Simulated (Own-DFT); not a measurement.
AlN (wurtzite, strained, atoms displaced) (calculated)

All values are calculated (Own-DFT development build). A calculation, not a measurement: plane-wave PBE density functional theory by an unreviewed code, no spin, of a simulated periodic cell, stress positive in tension, free energy of the whole cell less one offset for each atom, forces on such cells moved up to 12 meV/angstrom on a denser k mesh; offsets are fitted by least squares, one for each functional and potential file, so energies compare only between cells with the same atoms and settings and are not formation energies; the far tail of each file's local potential was reset to the Coulomb form; each entry is a single point on an unrelaxed cell, so the pressure reflects the starting lattice, mostly measured values (interpolated for alloys), from which strain is counted, and rises with the displacements; printed positions are rounded, which can move forces by about a meV/angstrom; the program, named Own-DFT, is a retired in-house code; no spin-orbit coupling; before rounding, a Quantum ESPRESSO 7.3.1 run of the same cell and cutoff gave forces within 1 meV/angstrom rms on each cell, which checks the program and not the settings.

Common to all runs: functional PBE; potential files PseudoDojo norm-conserving, scalar-relativistic, standard set; wave cutoff 42 hartree; occupations Fermi-Dirac; smearing width 0.1 eV; k mesh 3 x 3 x 2 centred on Gamma.

(1) AlN (wurtzite, strained, atoms displaced)

```
AlN
1.0
      9.0793     0.0000     0.0000
     -4.5396     7.8629     0.0000
      0.0000     0.0000     9.9640
Al N Al N Al N Al N Al N Al N Al N Al N Al N Al N Al N Al N Al N Al N Al N Al N Al N Al N
2 2 2 2 2 2 2 2 2 2 2 2 2 2 2 2 2 2 2 2 2 2 2 2 2 2 2 2 2 2 2 2 2 2 2 2
Direct
  0.10392 0.22041 0.99475
  0.22648 0.11258 0.24905
  0.10747 0.21235 0.18489
  0.23200 0.12104 0.43972
  0.11069 0.22422 0.50339
  0.22995 0.11184 0.75206
  0.10568 0.21166 0.69221
  0.23075 0.11522 0.94624
  0.09981 0.55719 0.99710
  0.22849 0.44794 0.24320
  0.10154 0.53983 0.19245
  0.22031 0.44155 0.43947
  0.11150 0.55452 0.48895
  0.22284 0.43965 0.75446
  0.10575 0.55421 0.69311
  0.22233 0.44171 0.94851
  0.10359 0.87980 0.99869
  0.23110 0.78512 0.23904
  0.11842 0.89866 0.19170
  0.21446 0.76880 0.43876
  0.10173 0.87717 0.50060
  0.21937 0.77629 0.75300
  0.11419 0.88910 0.68637
  0.21352 0.77759 0.93962
  0.44790 0.21921 0.99975
  0.55571 0.11288 0.24994
  0.45637 0.22129 0.18531
  0.55918 0.11608 0.43934
  0.45299 0.22919 0.50436
  0.55958 0.10106 0.74910
  0.44217 0.22227 0.68419
  0.55377 0.11431 0.92765
  0.44094 0.55735 0.99959
  0.55253 0.44810 0.25697
  0.44595 0.55338 0.19928
  0.55163 0.45144 0.43901
  0.45225 0.55824 0.50845
  0.55477 0.44191 0.74491
  0.44901 0.55829 0.69027
  0.56153 0.44865 0.93680
  0.44721 0.89121 0.00192
  0.55006 0.76970 0.24001
  0.42107 0.87767 0.19412
  0.54592 0.78065 0.43584
  0.44522 0.88909 0.49449
  0.54970 0.77216 0.75678
  0.44175 0.88096 0.69994
  0.56428 0.77207 0.94793
  0.78864 0.23252 0.99946
  0.89397 0.12109 0.24637
  0.78299 0.22198 0.18600
  0.89116 0.10162 0.43464
  0.76306 0.22653 0.50524
  0.88216 0.11832 0.74538
  0.77654 0.21818 0.68918
  0.88671 0.10820 0.94670
  0.78877 0.56240 0.99903
  0.88691 0.43719 0.25221
  0.76224 0.55907 0.19148
  0.89379 0.43965 0.45003
  0.77344 0.54692 0.48986
  0.89744 0.44559 0.75217
  0.77773 0.55614 0.68870
  0.87954 0.43722 0.94652
  0.78164 0.88892 0.99467
  0.88703 0.77365 0.24271
  0.77261 0.88546 0.20011
  0.88590 0.78418 0.43914
  0.77606 0.87222 0.49978
  0.89518 0.77777 0.75469
  0.76822 0.88172 0.68963
  0.89750 0.77602 0.94212
```

* free energy of cell above offsets: -24.382 eV
* pressure: 20.13 GPa
* stress xx: -27.83 GPa
* stress yy: -24.11 GPa
* stress zz: -8.45 GPa
* stress yz: 0.52 GPa
* stress xz: 1.07 GPa
* stress xy: -1.89 GPa

Force:
```csv
element,x (eV/Å),y (eV/Å),z (eV/Å)
Al,2.364,-0.494,1.573
Al,-0.019,1.154,0.801
N,0.622,1.967,-0.399
N,0.041,-1.388,0.026
Al,0.086,-1.064,-0.872
Al,-0.987,-0.619,0.408
N,0,1.326,0.608
N,-1.526,-1.308,-1.499
Al,2.222,-0.679,1.254
Al,-0.783,-2.47,1.679
N,-0.29,2.707,-1.368
N,0.964,0.686,-0.202
Al,1.46,-0.376,2.142
Al,-0.394,0.208,-0.558
N,2.414,0.198,-0.578
N,-1.64,1.115,-1.568
Al,1.47,3.974,1.887
Al,-7.98,-5.433,4.112
N,-0.59,-2.652,-1.212
N,0.347,2.096,-0.954
Al,0.678,2.243,-0.652
Al,0.065,-0.11,-0.644
N,-0.231,0.002,0.833
N,2.148,-0.507,0.145
Al,-0.163,1.83,0.002
Al,1.37,-0.981,0.262
N,-1.946,1.126,0.61
N,-1.487,-0.974,-0.64
Al,-1.791,-0.858,-1.29
Al,-2.005,1.053,-0.527
N,1.778,-0.223,0.999
N,1.904,-0.91,2.416
Al,2.202,-1.827,1.237
Al,0.298,-1.932,-0.935
N,-0.789,-0.325,-2.891
N,1.985,-1.223,0.352
Al,-3.108,0.886,-1.455
Al,0.712,0.339,1.536
N,-0.973,-1.142,0.773
N,-0.429,-0.177,0.168
Al,-0.388,0.051,-0.511
Al,-0.485,1.982,2.336
N,9.174,5.01,-3.589
N,2.447,-1.358,-0.193
Al,-1.527,-0.157,1.357
Al,1.185,0.344,-0.088
N,-0.528,0.258,-1.737
N,-2.681,1.193,-0.894
Al,-1.442,-3.912,0.884
Al,1.015,-2.576,1.749
N,-2.113,-0.128,-0.096
N,-1.674,1.012,1.272
Al,4.694,-1.483,-0.242
Al,3.143,-3.112,0.928
N,-1.779,1.934,-0.225
N,-0.919,0.439,-2.351
Al,-2.985,-1.89,1.017
Al,-1.394,0.757,0.554
N,3.634,-1.145,-0.704
N,-2.327,0.14,-2.455
Al,0.323,2.208,1.682
Al,-2.925,-0.697,-0.14
N,0.907,-0.431,-0.447
N,0.974,2.571,-2.324
Al,0.731,-0.224,2.349
Al,-0.004,2.243,1.775
N,0.303,0.985,-2.705
N,3.443,-3.749,-1.762
Al,-4.321,3.477,0.504
Al,-1.223,0.071,-1.401
N,0.994,0.704,0.959
N,-2.253,0.246,-1.084
```

(2) AlN (wurtzite, strained, atoms displaced)

```
AlN
1.0
      9.0559     0.0000     0.0000
     -4.5280     7.8427     0.0000
      0.0000     0.0000     9.9640
Al N Al N Al N Al N Al N Al N Al N Al N Al N Al N Al N Al N Al N Al N Al N Al N Al N Al N
2 2 2 2 2 2 2 2 2 2 2 2 2 2 2 2 2 2 2 2 2 2 2 2 2 2 2 2 2 2 2 2 2 2 2 2
Direct
  0.10222 0.21669 0.00675
  0.22868 0.11356 0.24786
  0.09921 0.22101 0.19340
  0.21593 0.09900 0.44724
  0.11509 0.22664 0.49347
  0.22496 0.11650 0.75140
  0.11621 0.23466 0.68661
  0.21823 0.10211 0.94233
  0.10056 0.54805 0.99735
  0.21838 0.43415 0.25112
  0.12469 0.56023 0.18680
  0.22944 0.45816 0.44138
  0.11659 0.56449 0.49513
  0.22767 0.43713 0.75411
  0.11094 0.55570 0.69619
  0.22951 0.44505 0.93918
  0.10743 0.88723 0.00023
  0.22828 0.78076 0.25664
  0.10599 0.89347 0.19048
  0.21262 0.77367 0.44038
  0.11005 0.88754 0.49876
  0.22912 0.77940 0.74608
  0.10238 0.88417 0.69242
  0.21714 0.77077 0.93854
  0.44221 0.22805 0.99616
  0.55400 0.10387 0.24693
  0.44798 0.23107 0.19460
  0.56374 0.11172 0.44171
  0.44846 0.23347 0.49420
  0.55422 0.11116 0.75291
  0.43581 0.22747 0.68647
  0.55197 0.10430 0.93572
  0.44133 0.56136 0.99988
  0.56316 0.44181 0.24811
  0.43844 0.55399 0.18834
  0.55261 0.44634 0.43798
  0.43823 0.54567 0.50025
  0.55501 0.43582 0.74113
  0.43774 0.55262 0.69184
  0.54855 0.43629 0.94017
  0.44317 0.88716 0.99520
  0.55812 0.77945 0.25682
  0.44512 0.88779 0.19137
  0.55299 0.77871 0.44145
  0.44919 0.89975 0.50684
  0.56052 0.77852 0.74606
  0.44156 0.88109 0.68744
  0.55569 0.77491 0.94430
  0.78183 0.21861 0.99628
  0.89751 0.12400 0.25291
  0.77543 0.22529 0.19259
  0.88730 0.11905 0.44441
  0.78289 0.22458 0.49144
  0.88582 0.10398 0.74895
  0.77770 0.21132 0.68794
  0.87740 0.10991 0.94749
  0.76860 0.54068 0.00558
  0.88821 0.43824 0.24830
  0.77943 0.55332 0.18634
  0.89179 0.43695 0.43972
  0.78333 0.56336 0.50184
  0.88388 0.44608 0.74660
  0.78083 0.55330 0.68769
  0.89031 0.44763 0.94618
  0.77698 0.88221 0.00592
  0.88716 0.77824 0.26224
  0.78583 0.90270 0.18984
  0.89196 0.77110 0.44768
  0.77543 0.88478 0.49568
  0.89251 0.78806 0.75100
  0.78288 0.89324 0.69819
  0.87837 0.77995 0.93664
```

- free energy of cell above offsets: -25.782 eV
- pressure: 20.98 GPa
- stress xx: -24.76 GPa
- stress yy: -28.9 GPa
- stress zz: -9.28 GPa
- stress yz: 0.15 GPa
- stress xz: 1.17 GPa
- stress xy: -1.59 GPa

Force:
```csv
element,x (eV/Å),y (eV/Å),z (eV/Å)
Al,0.666,0.636,-1.199
Al,-1.414,-0.434,0.871
N,3.975,0.357,-0.843
N,0.212,3.224,-2.223
Al,-0.521,0.156,1.597
Al,-1.637,-1.374,-0.034
N,0.057,-3.564,-0.443
N,-0.839,1.812,-0.364
Al,2.999,1.577,0.7
Al,0.076,2.798,0.202
N,-1.865,-0.835,0.535
N,-0.479,-2.623,-1.431
Al,-0.426,-2.351,2.538
Al,-2.577,2.143,0.605
N,0.377,-0.461,-1.317
N,-1.998,-1.718,0.435
Al,-0.061,-1.81,0.162
Al,-1.085,-0.511,-1.506
N,1.183,-0.82,0.355
N,1.614,2.518,-0.229
Al,0.365,-0.676,2.248
Al,-2.186,-1.168,1.407
N,2.244,1.723,-0.997
N,-0.037,0.971,-0.155
Al,0.684,-2.547,1.248
Al,-0.378,1.245,0.883
N,0.66,-2.447,-1.39
N,-2.28,0.723,-1.058
Al,0.625,-2.835,0.878
Al,0.149,-0.098,-1.358
N,2.428,-2.134,-0.976
N,-0.479,1.605,0.843
Al,1.367,-1.212,0.877
Al,-1.987,2.196,0.444
N,1.816,0.127,0.652
N,1.552,1.053,-0.541
Al,0.176,2.557,1.111
Al,-0.711,2.995,2.064
N,2.532,0.816,-1.119
N,0.116,2.206,-1.313
Al,-0.404,-1.03,1.125
Al,-0.071,-0.434,-1.325
N,0.029,-0.073,-0.76
N,0.308,-0.418,0.608
Al,-0.22,-1.742,-1.126
Al,-0.481,-0.881,1.46
N,0.6,1.917,0.488
N,-0.178,1.23,-1.536
Al,-3.688,1.587,1.546
Al,-3.065,-2.42,1.127
N,0.446,-1.177,-1.291
N,3.158,-2.346,-1.568
Al,-1.429,-0.082,2.968
Al,0.698,2.862,1.187
N,-1.81,1.557,-0.083
N,3.948,-1.666,-2
Al,-0.751,2.277,-1.447
Al,0.812,2.264,0.426
N,0.226,1.044,1.649
N,-1.215,2.743,-0.872
Al,0.516,-3.681,0.462
Al,2.565,-1.312,0.927
N,-1.974,1.135,-0.276
N,-1.408,-2.115,-1.912
Al,-1.643,1.154,0.101
Al,0.097,0.115,-2.165
N,-0.032,-1.732,1.732
N,-1.828,2.053,-1.507
Al,-0.049,1.287,1.325
Al,0.123,-2.562,1.099
N,-0.781,-1.584,-2.942
N,2.587,-1.788,0.42
```

(3) AlN (wurtzite, strained, atoms displaced)

```
AlN
1.0
      9.4511     0.0452     0.0103
     -4.6864     8.1828    -0.1647
      0.0110    -0.1966     9.9329
Al N Al N Al N Al N Al N Al N Al N Al N Al N Al N Al N Al N Al N Al N Al N Al N Al N Al N
2 2 2 2 2 2 2 2 2 2 2 2 2 2 2 2 2 2 2 2 2 2 2 2 2 2 2 2 2 2 2 2 2 2 2 2
Direct
  0.10305 0.21662 0.99501
  0.22023 0.10438 0.25454
  0.12026 0.22076 0.18380
  0.21438 0.11704 0.43244
  0.11695 0.22737 0.50613
  0.22621 0.12164 0.73774
  0.09824 0.21381 0.70386
  0.22369 0.11026 0.94058
  0.10983 0.55977 0.00419
  0.20760 0.43739 0.24202
  0.11349 0.55244 0.19722
  0.22163 0.44303 0.44204
  0.11487 0.55011 0.49294
  0.22323 0.44715 0.74076
  0.10361 0.55676 0.69192
  0.22248 0.44485 0.94131
  0.11571 0.89775 0.99779
  0.22365 0.78473 0.25137
  0.10950 0.88698 0.18694
  0.23637 0.77880 0.44328
  0.12292 0.88283 0.50160
  0.22282 0.77429 0.75095
  0.10417 0.88572 0.69790
  0.21355 0.77964 0.94343
  0.44076 0.22419 0.00283
  0.56099 0.10363 0.24828
  0.43709 0.21463 0.19153
  0.56414 0.11646 0.44526
  0.44402 0.21937 0.49690
  0.56092 0.11079 0.75433
  0.44157 0.22170 0.69844
  0.55902 0.10777 0.94383
  0.44122 0.55550 0.99929
  0.55963 0.45456 0.24127
  0.44467 0.56183 0.18861
  0.56409 0.43972 0.42938
  0.43645 0.55216 0.49496
  0.56155 0.45327 0.75699
  0.46093 0.56382 0.69193
  0.55764 0.44259 0.94218
  0.44473 0.89090 0.99937
  0.54967 0.77643 0.24766
  0.44766 0.88279 0.20429
  0.55234 0.78072 0.43694
  0.44865 0.87902 0.50556
  0.54982 0.77099 0.75529
  0.44637 0.89143 0.69016
  0.55235 0.77675 0.93599
  0.77847 0.22667 0.00244
  0.88433 0.11176 0.24845
  0.78380 0.22729 0.18755
  0.88729 0.10847 0.44348
  0.78109 0.22058 0.49851
  0.89079 0.11440 0.74550
  0.78368 0.22658 0.69689
  0.88228 0.10791 0.94328
  0.76981 0.55497 0.00325
  0.89209 0.45220 0.25011
  0.76794 0.54773 0.19210
  0.88900 0.45066 0.44510
  0.76457 0.54257 0.50478
  0.89270 0.44990 0.75014
  0.76374 0.54362 0.68383
  0.89574 0.44100 0.94501
  0.76685 0.88695 0.99753
  0.89618 0.77470 0.25985
  0.77830 0.89467 0.19137
  0.87528 0.77021 0.44374
  0.77311 0.88121 0.50657
  0.89356 0.77721 0.74470
  0.78292 0.89018 0.69619
  0.88494 0.78220 0.94759
```

* free energy of cell above offsets: -29.770 eV
* pressure: 0.58 GPa
* stress xx: -0.76 GPa
* stress yy: 2.55 GPa
* stress zz: -3.54 GPa
* stress yz: -5 GPa
* stress xz: 0.46 GPa
* stress xy: 1.36 GPa

Force:
```csv
element,x (eV/Å),y (eV/Å),z (eV/Å)
Al,0.635,0.255,-0.141
Al,-0.27,1.232,-2.607
N,-1.568,-0.336,1.051
N,2.031,-1.355,3.301
Al,-1.803,-1.146,-0.6
Al,0.157,-1.98,2.611
N,2.235,2.634,-2.534
N,-0.386,0.617,-0.894
Al,0.736,-0.215,-0.498
Al,2.945,-0.332,0.435
N,-1.884,1.594,-0.467
N,0.317,-0.8,-0.175
Al,-2.16,1.073,0.939
Al,-0.119,0.055,1.819
N,1.897,-0.002,-0.957
N,-0.317,0.162,-0.566
Al,-1.5,-0.441,-0.259
Al,0.994,-0.65,-0.209
N,0.366,-0.543,1.48
N,-1.419,-0.701,-0.262
Al,-2.418,0.401,0.423
Al,-0.583,1.091,0.163
N,2.075,0.825,-1.635
N,1.983,-0.425,0.027
Al,0.398,-0.84,-0.309
Al,-0.954,1.716,0.577
N,1.01,0.372,0.245
N,-0.587,-1.368,-0.361
Al,0.281,0.722,-0.108
Al,-0.365,0.606,-0.499
N,0.671,0.651,-1.407
N,-0.893,0.393,0.284
Al,-0.02,-0.033,-0.128
Al,-1.045,-2.12,0.92
N,-0.351,-1.205,0.176
N,-2.941,-0.431,1.058
Al,2.525,0.886,-0.221
Al,-0.049,-1.639,-0.76
N,-2.243,-1.993,-1.125
N,-0.915,0.096,0.568
Al,-0.417,-0.318,0.517
Al,2.481,0.142,0.642
N,-2.301,0.937,-2.578
N,1.81,-1.787,0.791
Al,-0.86,2.515,-0.638
Al,0.761,2.385,-1.424
N,-0.004,-1.044,1.22
N,-0.718,-0.636,1.647
Al,0.65,-0.521,-0.849
Al,1.414,0.081,0.027
N,-0.591,-0.052,1.33
N,0.779,0.226,0.106
Al,-0.415,0.839,0.743
Al,-1.726,-1.449,1.806
N,-0.654,-0.236,-0.832
N,0.065,0.125,-0.559
Al,1.771,1.017,-0.33
Al,-0.491,-1.072,0.356
N,1.794,1.613,-0.391
N,1.351,-0.704,-0.688
Al,0.809,1.454,-1.689
Al,-0.857,-0.925,0.427
N,1.518,1.299,2.519
N,-1.791,0.982,-0.369
Al,1.304,0.896,0.579
Al,-2.015,0.386,-1.716
N,-0.08,-1.424,0.154
N,2.34,-0.16,0.643
Al,-0.498,0.989,-0.721
Al,-1.654,-0.634,1.301
N,-1.021,-0.621,-0.287
N,0.782,-1.129,-1.093
```

(4) AlN (wurtzite, strained, atoms displaced)

```
AlN
1.0
      9.1558     0.1726     0.0091
     -4.4284     8.1102    -0.0284
      0.0097    -0.0294     9.7661
Al N Al N Al N Al N Al N Al N Al N Al N Al N Al N Al N Al N Al N Al N Al N Al N Al N Al N
2 2 2 2 2 2 2 2 2 2 2 2 2 2 2 2 2 2 2 2 2 2 2 2 2 2 2 2 2 2 2 2 2 2 2 2
Direct
  0.11763 0.23695 0.01001
  0.21756 0.10721 0.26013
  0.11397 0.21833 0.18386
  0.21499 0.10936 0.43968
  0.10616 0.21097 0.50152
  0.22292 0.11317 0.74581
  0.12478 0.22806 0.69654
  0.22930 0.11814 0.93966
  0.11850 0.55672 0.99631
  0.22751 0.44086 0.25161
  0.11030 0.55583 0.19778
  0.21595 0.43524 0.44343
  0.11814 0.56340 0.50554
  0.21701 0.44453 0.75351
  0.12044 0.56328 0.69100
  0.21461 0.43799 0.94264
  0.10224 0.89358 0.99888
  0.23045 0.76492 0.24591
  0.10470 0.88347 0.19018
  0.21182 0.77106 0.43859
  0.09920 0.88430 0.50689
  0.21783 0.77134 0.74611
  0.11085 0.89634 0.69151
  0.22557 0.78462 0.93518
  0.43870 0.21460 0.99874
  0.55282 0.10607 0.25802
  0.44202 0.22136 0.19498
  0.55090 0.11746 0.44271
  0.44504 0.22295 0.50048
  0.54998 0.10459 0.74778
  0.44571 0.22305 0.69175
  0.55436 0.10609 0.94280
  0.44315 0.56189 0.99674
  0.55739 0.44169 0.25554
  0.44290 0.55630 0.18605
  0.55973 0.44805 0.43855
  0.44152 0.55215 0.48797
  0.56045 0.45312 0.75127
  0.44247 0.56073 0.69007
  0.55591 0.44366 0.94082
  0.44429 0.89166 0.99996
  0.56451 0.78289 0.24888
  0.43597 0.88672 0.19467
  0.54768 0.78542 0.44479
  0.43708 0.87664 0.49553
  0.55339 0.78043 0.75151
  0.44696 0.89120 0.69120
  0.55920 0.78038 0.93505
  0.77895 0.22670 0.00560
  0.88146 0.10647 0.25289
  0.77775 0.22132 0.18631
  0.88870 0.11899 0.43948
  0.78388 0.22951 0.48833
  0.88644 0.11530 0.74149
  0.77882 0.22870 0.69423
  0.88626 0.11033 0.94335
  0.78095 0.55566 0.99763
  0.89500 0.45486 0.24731
  0.77160 0.55459 0.19019
  0.88573 0.44262 0.43537
  0.78526 0.55763 0.50090
  0.88805 0.44374 0.74915
  0.78128 0.56274 0.68010
  0.88254 0.44016 0.94026
  0.77861 0.88821 0.00159
  0.88684 0.77838 0.26018
  0.78561 0.89349 0.19316
  0.88390 0.77054 0.44641
  0.78105 0.89604 0.50616
  0.88779 0.77660 0.74804
  0.76925 0.89035 0.69268
  0.88274 0.76512 0.92918
```

* free energy of cell above offsets: -28.633 eV
* pressure: 11.38 GPa
* stress xx: -13.1 GPa
* stress yy: -3.85 GPa
* stress zz: -17.2 GPa
* stress yz: -0.89 GPa
* stress xz: 0.99 GPa
* stress xy: 7.39 GPa

Force:
```csv
element,x (eV/Å),y (eV/Å),z (eV/Å)
Al,-0.104,-3.159,-3.611
Al,1.01,-0.588,-3.298
N,-1.199,0.504,4.277
N,1.583,-1.338,1.973
Al,-0.938,2.543,0.756
Al,1.809,-0.231,1.606
N,-3.472,-0.026,-1.581
N,-1.559,-1.292,-0.007
Al,-2.622,1.153,0.819
Al,-0.859,-0.618,-0.265
N,1.087,-0.948,-1.879
N,0.43,0.277,-0.197
Al,-0.599,-1.716,-1.742
Al,2.119,-0.194,-0.815
N,-1.886,-1.444,0.461
N,1.362,1.731,-0.383
Al,0.965,0.192,-0.327
Al,-3.356,1.234,0.718
N,0.291,0.15,0.763
N,0.687,0.846,0.602
Al,1.344,0.725,-1.64
Al,0.49,2.545,0.452
N,-0.076,-0.998,0.44
N,-0.097,-1.296,1.163
Al,0.527,1.496,0.599
Al,-0.416,0.801,-1.892
N,-0.199,-0.11,0.186
N,2.563,-1.933,0.292
Al,-1.613,1.067,0.433
Al,0.644,0.995,0.435
N,-0.441,0.785,-0.228
N,0.461,0.41,-0.161
Al,0.862,-0.662,-0.544
Al,-0.259,-0.45,-2.278
N,0.244,0.786,1.383
N,0.373,-0.559,1.261
Al,-0.576,0.848,2.003
Al,-0.168,-1.024,-0.716
N,-0.123,-0.185,-0.136
N,0.033,-0.055,0.314
Al,-0.205,0.114,-0.318
Al,-0.883,-0.841,0.037
N,2.401,0.906,-0.592
N,5.14,-2.489,-2.166
Al,-3.937,3.415,1.847
Al,0.306,-0.82,-1.23
N,-1.545,-0.521,-0.802
N,-0.234,-0.411,2.337
Al,-0.414,-1.054,-2.254
Al,1.388,1.394,-1.729
N,-0.713,0.458,2.854
N,1.679,-2.19,0.629
Al,-2.592,0.208,2.025
Al,1.32,-0.403,2.181
N,-0.542,-0.094,-1.685
N,1.067,0.006,-0.383
Al,-1.622,-0.169,0.503
Al,-0.425,-1.55,-0.261
N,0.346,1.136,0.284
N,1.444,0.767,0.807
Al,-1.479,-0.855,-1.56
Al,-0.142,0.407,-0.181
N,0.169,-0.553,2.761
N,1.944,0.535,0.07
Al,0.069,0.575,-1.275
Al,1.4,-0.848,-1.752
N,-1.208,-0.638,0.21
N,-0.627,1.397,0.2
Al,-1.273,-0.775,-0.839
Al,-0.378,0.463,-1.287
N,1.26,0.768,-0.068
N,-0.033,1.4,2.405
```
